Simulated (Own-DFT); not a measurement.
GaN (wurtzite, strained, atoms displaced) (calculated)

All values are calculated (Own-DFT development build). A calculation, not a measurement: plane-wave PBE density functional theory by an unreviewed code, no spin, of a simulated periodic cell, stress positive in tension, free energy of the whole cell less one offset for each atom, forces on such cells passed a denser k mesh, this cell's mesh not checked; offsets are fitted by least squares, one for each functional and potential file, so energies compare only between cells with the same atoms and settings and are not formation energies; the far tail of each file's local potential was reset to the Coulomb form; each entry is a single point on an unrelaxed cell, so the pressure reflects the starting lattice, mostly measured values (interpolated for alloys), from which strain is counted, and rises with the displacements; printed positions are rounded, which can move forces by about a meV/angstrom; the program, named Own-DFT, is a retired in-house code; no spin-orbit coupling.

Settings shared by all entries: functional PBE; potential files PseudoDojo norm-conserving, scalar-relativistic, standard set with the stringent files for Ga; wave cutoff 96 hartree; occupations Gaussian; smearing width 0.01 eV; k mesh 3 x 4 x 3 centred on Gamma.

(1) GaN (wurtzite, strained, atoms displaced)

```xyz
96
Lattice="12.7560 0.0000 0.0000 -4.7835 8.2853 0.0000 0.0000 0.0000 10.5515" Properties=species:S:1:pos:R:3 GaN
Ga    -0.0921     1.8491    10.5143
Ga     1.6078     0.9198     2.7241
N     -0.0929     1.8050     1.9951
N      1.6751     0.9221     4.6358
Ga    -0.0124     1.8593     5.2702
Ga     1.7016     1.0294     7.9534
N      0.0221     1.8148     7.2580
N      1.6325     0.9216     9.9144
Ga    -1.5653     4.6130    10.5342
Ga    -0.0299     3.6769     2.6503
N     -1.6280     4.5673     1.9455
N     -0.0527     3.6815     4.5956
Ga    -1.5751     4.5712     5.3319
Ga     0.0243     3.6689     7.9128
N     -1.5572     4.6163     7.2697
N     -0.0578     3.5925     9.9108
Ga    -3.1652     7.3395    10.5257
Ga    -1.5651     6.3744     2.6813
N     -3.2675     7.3530     2.0091
N     -1.5111     6.5598     4.6613
Ga    -3.1702     7.3389     5.2678
Ga    -1.5704     6.4876     7.9198
N     -3.1715     7.3411     7.3138
N     -1.6539     6.3889     9.8872
Ga     3.1889     1.8188    10.4669
Ga     4.7960     0.9882     2.6747
N      3.1064     1.7991     2.0297
N      4.7955     0.9305     4.6479
Ga     3.1872     1.8301     5.3337
Ga     4.7961     1.0035     7.9837
N      3.1357     1.7773     7.2372
N      4.7835     0.9525     9.9205
Ga     1.6908     4.6295    10.5027
Ga     3.1809     3.6640     2.7813
N      1.6496     4.6115     1.9994
N      3.2559     3.6311     4.6290
Ga     1.5998     4.6193     5.2518
Ga     3.1057     3.6118     7.8798
N      1.6264     4.6424     7.1964
N      3.1369     3.7802     9.9233
Ga     0.0387     7.3836     0.0024
Ga     1.6495     6.5516     2.6341
N     -0.0266     7.3186     1.9213
N      1.5967     6.4189     4.6061
Ga     0.0403     7.4250     5.3127
Ga     1.6443     6.4391     7.7479
N     -0.0251     7.3390     7.4114
N      1.5756     6.4583    10.0275
Ga     6.4315     1.8162    10.5155
Ga     8.0428     0.9230     2.6587
N      6.4499     1.8790     2.0159
N      7.9433     0.9150     4.5607
Ga     6.4267     1.8184     5.3170
Ga     7.9550     0.9457     7.9019
N      6.3281     1.8674     7.2365
N      7.9801     1.0075     9.8221
Ga     4.6989     4.5559    10.4864
Ga     6.4301     3.6757     2.6484
N      4.7944     4.5840     1.9410
N      6.3792     3.7515     4.6457
Ga     4.7793     4.6493     5.2484
Ga     6.3507     3.6998     7.8131
N      4.8051     4.6085     7.3415
N      6.3453     3.6869     9.9174
Ga     3.2749     7.3355    10.5280
Ga     4.7955     6.4118     2.6634
N      3.2284     7.4394     1.9656
N      4.7285     6.5092     4.6076
Ga     3.2612     7.4395     5.2291
Ga     4.7537     6.4349     7.9423
N      3.1931     7.4051     7.2487
N      4.8235     6.4798     9.9472
Ga     9.5467     1.8808     0.0149
Ga    11.1190     1.0375     2.6452
N      9.5328     1.8554     1.9916
N     11.1194     0.9597     4.6260
Ga     9.5946     1.8404     5.3085
Ga    11.1209     0.9166     7.8130
N      9.6156     1.8097     7.2262
N     11.2435     0.9435     9.8217
Ga     7.9852     4.6729    10.5415
Ga     9.5555     3.6317     2.6383
N      7.9117     4.6488     1.9847
N      9.4647     3.6505     4.5852
Ga     8.0220     4.6109     5.2792
Ga     9.4054     3.6253     7.9559
N      8.0501     4.5907     7.2920
N      9.5382     3.6950     9.8195
Ga     6.4173     7.2517    10.4690
Ga     7.9827     6.4193     2.6310
N      6.2619     7.3362     1.9550
N      8.0108     6.4646     4.4828
Ga     6.3764     7.2492     5.2703
Ga     7.9128     6.4944     7.8562
N      6.3633     7.4076     7.2274
N      8.0353     6.5425     9.8813
```

- free energy of cell above offsets: -4.861 eV
- pressure: 3.87 GPa
- stress xx: -6.95 GPa
- stress yy: -4.56 GPa
- stress zz: -0.09 GPa
- stress yz: -0.12 GPa
- stress xz: 0.65 GPa
- stress xy: 0.19 GPa

Force:
```csv
element,x (eV/Å),y (eV/Å),z (eV/Å)
Ga,1.933,-0.837,1.363
Ga,-1.165,-0.73,-1.191
N,1.706,0.866,-0.346
N,-1.433,0.091,0.624
Ga,0.446,-0.666,0.145
Ga,-3.748,-3.048,0.784
N,0.298,0.412,-0.389
N,-0.581,0.239,-0.448
Ga,-0.502,-0.47,-0.155
Ga,0.825,0.086,-0.971
N,0.006,0.018,0.509
N,0.931,0.073,0.318
Ga,-0.714,0.927,-0.142
Ga,-0.904,0.04,0.222
N,-0.65,-0.49,0.088
N,1.436,2.148,-0.796
Ga,0.387,1.014,1.238
Ga,-0.608,1.078,-0.486
N,1.623,0.18,-0.452
N,-0.848,-1.945,-0.384
Ga,0.073,0.547,0.61
Ga,-1.292,-1.585,0.575
N,-0.511,0.923,-1.036
N,1.416,0.905,-0.004
Ga,-0.431,0.864,2.33
Ga,-0.304,-0.781,-0.75
N,1.603,0.924,-0.816
N,0.391,0.541,0.237
Ga,0.539,-0.239,-1.073
Ga,-0.195,-1.485,-0.396
N,2.82,1.833,0.009
N,0.454,-0.03,-0.323
Ga,-3.474,0.409,2.212
Ga,0.194,0.021,-2.994
N,-0.613,0.111,0.263
N,-0.79,0.71,1.776
Ga,-0.151,-0.563,-0.687
Ga,1.141,1.276,0.453
N,-0.217,-1.137,0.28
N,1.079,-2.997,-2.419
Ga,-1.307,-0.467,-0.001
Ga,-0.72,-1.236,-0.644
N,0.345,1.025,1.255
N,0.534,1.061,0.476
Ga,0.187,-0.529,0.448
Ga,-0.847,0.617,2.082
N,1.65,1.764,-1.741
N,1.425,0.132,-2.121
Ga,-0.662,1.144,1.181
Ga,-1.131,0.082,-0.565
N,-0.588,-0.928,-0.575
N,0.702,0.689,1.195
Ga,-0.856,0.824,-1.135
Ga,0.259,0.034,-0.099
N,0.786,-0.299,0.2
N,0.487,-1.455,0.459
Ga,2.12,0.791,1.467
Ga,-1.08,0.544,-0.164
N,-0.51,-0.371,0.78
N,0.166,-0.66,0.213
Ga,0.098,-0.269,0.661
Ga,1.045,0.079,1.762
N,-1.54,0.128,-1.416
N,0.358,0.18,-1.005
Ga,-1.456,1.162,0.703
Ga,-0.429,-0.101,-1.149
N,0.027,-0.723,-0.024
N,1.128,-1.344,0.127
Ga,-1.748,-0.575,0.693
Ga,0.296,0.445,0.157
N,0.455,-0.004,-0.462
N,-0.693,-1.367,-1.797
Ga,0.969,-0.354,-0.579
Ga,-0.068,-2.57,0.145
N,0.222,0.277,-0.886
N,0.709,-1.017,0.028
Ga,-0.721,0.151,-0.66
Ga,1.688,0.452,1.7
N,-1.973,0.754,0.012
N,-2.669,-1.383,-0.25
Ga,-0.475,-0.516,0.092
Ga,-0.556,1.435,-0.254
N,1.417,-0.967,-0.646
N,1.826,0.074,0.347
Ga,-0.813,0.554,-0.022
Ga,3.535,-0.233,-0.255
N,-2.722,1.317,-1.507
N,0.066,0.016,1.747
Ga,0.121,2.507,1.923
Ga,-1.266,1.023,-1.448
N,1.745,0.958,-0.035
N,-0.399,-0.354,3.002
Ga,0.543,1.656,-0.734
Ga,1.585,-0.211,0.928
N,-0.582,-1.412,-0.341
N,-0.854,-1.763,-1.041
```

(2) GaN (wurtzite, strained, atoms displaced)

```xyz
96
Lattice="12.7560 0.0000 0.0000 -4.7835 8.2853 0.0000 0.0000 0.0000 10.5515" Properties=species:S:1:pos:R:3 GaN
Ga    -0.0375     1.9054     0.0257
Ga     1.5813     0.8673     2.6687
N     -0.0336     1.8951     2.0761
N      1.6351     0.9653     4.5836
Ga    -0.0110     1.8190     5.2754
Ga     1.5399     0.8844     7.9280
N     -0.0218     1.8148     7.2365
N      1.6040     0.9043     9.9351
Ga    -1.5871     4.4785     0.0038
Ga     0.0189     3.5808     2.5666
N     -1.6146     4.5916     1.8886
N      0.0289     3.6492     4.6445
Ga    -1.5925     4.6211     5.2770
Ga     0.0372     3.7072     7.9155
N     -1.5657     4.6932     7.3057
N      0.0111     3.6609     9.9138
Ga    -3.1205     7.3487    10.4917
Ga    -1.7188     6.5768     2.6738
N     -3.1371     7.3624     1.8909
N     -1.6805     6.3453     4.5903
Ga    -3.1292     7.3438     5.2931
Ga    -1.5756     6.4280     7.9495
N     -3.1659     7.3568     7.2320
N     -1.6415     6.4509     9.8285
Ga     3.2506     1.8438     0.0554
Ga     4.7939     0.9636     2.6047
N      3.1820     1.8374     1.9892
N      4.8023     0.8984     4.5943
Ga     3.1778     1.7820     5.3562
Ga     4.7899     0.9052     7.8713
N      3.1835     1.7538     7.2550
N      4.8256     0.8788     9.8665
Ga     1.5992     4.6297     0.0107
Ga     3.2070     3.6631     2.6679
N      1.5913     4.6163     2.0224
N      3.1098     3.6023     4.5574
Ga     1.5619     4.6053     5.3061
Ga     3.2816     3.6501     7.9011
N      1.5670     4.6544     7.2885
N      3.2685     3.6931     9.8863
Ga     0.0189     7.4482     0.0892
Ga     1.6158     6.4433     2.7120
N      0.0083     7.4143     1.9757
N      1.6383     6.4455     4.5769
Ga    -0.0617     7.4090     5.3094
Ga     1.6104     6.4913     7.8535
N      0.0919     7.4248     7.2351
N      1.5396     6.4610     9.9237
Ga     6.3866     1.8713    10.5399
Ga     8.0106     0.8262     2.5860
N      6.3059     1.8436     1.9598
N      7.9595     0.8907     4.6511
Ga     6.3978     1.8831     5.3269
Ga     7.9113     0.8946     7.8985
N      6.4531     1.8304     7.3026
N      7.9537     0.9345     9.8515
Ga     4.8863     4.6113    10.5151
Ga     6.3965     3.7395     2.6325
N      4.6860     4.5102     2.0768
N      6.3279     3.6660     4.5704
Ga     4.7561     4.6464     5.2116
Ga     6.3714     3.7043     7.8849
N      4.8421     4.6170     7.2988
N      6.3394     3.7494     9.8957
Ga     3.2149     7.2692     0.0341
Ga     4.7379     6.4009     2.6313
N      3.1945     7.3242     1.9818
N      4.8115     6.4363     4.6561
Ga     3.2425     7.3844     5.2891
Ga     4.8651     6.4880     7.9812
N      3.2576     7.4381     7.2580
N      4.9238     6.4508     9.9202
Ga     9.5197     1.7886    10.5242
Ga    11.2529     0.9290     2.6700
N      9.5920     1.7793     1.9844
N     11.1528     0.9010     4.5030
Ga     9.5142     1.8808     5.3139
Ga    11.1426     0.9128     7.9089
N      9.6014     1.8186     7.2514
N     11.1667     0.9997     9.8801
Ga     7.9948     4.6563    10.5192
Ga     9.5331     3.7167     2.7016
N      7.9172     4.6881     2.0435
N      9.5956     3.8092     4.7353
Ga     7.9785     4.5546     5.4107
Ga     9.4934     3.7144     7.8573
N      8.0267     4.5532     7.3150
N      9.6344     3.6936     9.9004
Ga     6.4161     7.3895     0.0297
Ga     8.0654     6.4419     2.7101
N      6.3729     7.2995     2.0019
N      7.9452     6.4912     4.6727
Ga     6.3266     7.2662     5.2934
Ga     8.0286     6.4426     7.9212
N      6.4180     7.3558     7.1916
N      7.9707     6.4226     9.8690
```

* free energy of cell above offsets: -5.570 eV
* pressure: 3.68 GPa
* stress xx: -5.12 GPa
* stress yy: -5.25 GPa
* stress zz: -0.67 GPa
* stress yz: 0.02 GPa
* stress xz: -0.19 GPa
* stress xy: 0.27 GPa

Force:
```csv
element,x (eV/Å),y (eV/Å),z (eV/Å)
Ga,0.93,-1.336,0.19
Ga,0.416,1.148,-0.72
N,1.336,-3.07,-2.292
N,-0.597,-1.452,0.676
Ga,-0.295,-0.204,-0.303
Ga,0.323,0.323,0.522
N,0.302,0.506,0.278
N,-0.285,0.783,-0.332
Ga,0.291,2.133,-0.231
Ga,-0.31,4.236,1.814
N,-0.062,0.295,2.059
N,-0.908,0.431,-0.415
Ga,1.677,-0.881,1.026
Ga,-0.81,-0.511,0.147
N,-0.272,-1.79,-0.977
N,0.703,0.587,-0.593
Ga,-1.02,0.218,0.101
Ga,3.329,-2.443,-0.555
N,-2.176,0.883,0.387
N,1.296,2.017,-0.043
Ga,-1.482,0.723,0.019
Ga,0.395,1.24,-0.215
N,0.184,-0.051,0.27
N,1.736,-0.639,1.188
Ga,-0.49,0,-0.762
Ga,-0.543,-0.478,0.875
N,-0.476,-0.282,-0.021
N,-0.214,0.576,0.542
Ga,0.573,0.783,-1.561
Ga,0.316,0.431,1.077
N,-0.11,0.997,0.563
N,-0.306,1.317,-0.238
Ga,0.344,-0.318,0.261
Ga,-2.092,-0.877,-0.135
N,0.046,-0.312,-0.671
N,0.899,0.802,2.111
Ga,0.422,-0.109,-0.551
Ga,-1.151,0.193,0.344
N,1.362,-0.607,-0.36
N,-0.586,0.053,0.031
Ga,-0.618,-1.523,-1.064
Ga,-1.018,-0.253,-1.288
N,-0.32,-0.597,1.185
N,-0.502,0.215,1.886
Ga,0.941,-0.867,-1.04
Ga,0.69,-0.234,1.177
N,-1.34,-0.862,-0.253
N,0.978,-0.043,-0.659
Ga,-0.158,-0.152,0.059
Ga,-0.564,1.667,0.761
N,2.057,0.607,-0.173
N,0.124,0.889,-0.738
Ga,-0.487,-0.889,-0.818
Ga,1.953,0.505,0.829
N,-1.849,1.216,-0.861
N,-0.071,-0.876,0.56
Ga,-2.329,0.391,1.544
Ga,-0.761,-1.049,-0.06
N,2.448,1.921,-1.734
N,0.931,0.447,1.33
Ga,-0.586,-1.619,0.622
Ga,0.475,-0.625,0.945
N,-0.704,0.474,-1.176
N,2.411,-1.461,-0.669
Ga,-0.305,0.823,-0.827
Ga,1.052,-0.173,0.259
N,-0.129,-0.329,-0.223
N,-1.305,-0.073,-1.129
Ga,-0.71,-0.378,0.122
Ga,-0.523,-0.165,-0.705
N,-0.085,-1.845,0.027
N,-1.76,0.124,-0.089
Ga,0.45,0.983,0.5
Ga,-1.939,-1.099,-1.057
N,-0.388,0.818,-0.029
N,-0.338,0.046,2.966
Ga,1.143,-0.576,-0.893
Ga,0.467,0.062,0.016
N,-0.929,0.609,0.115
N,-0.032,-1.255,0.12
Ga,0.347,-1.038,0.754
Ga,0.53,-0.485,-0.734
N,1.085,-1.114,-1.084
N,-1.265,-2.034,-1.238
Ga,-0.807,1.154,-1.84
Ga,3.58,-1.664,1.776
N,-2.462,1.59,-0.587
N,-2.213,-0.853,-0.841
Ga,0.754,0.677,0.478
Ga,-1.364,0.768,-0.15
N,0.584,0.585,-0.035
N,0.975,-1.061,-0.049
Ga,1.244,2.132,-0.579
Ga,-0.477,0.23,-0.214
N,0.105,-0.117,1.361
N,0.313,1.059,-0.067
```
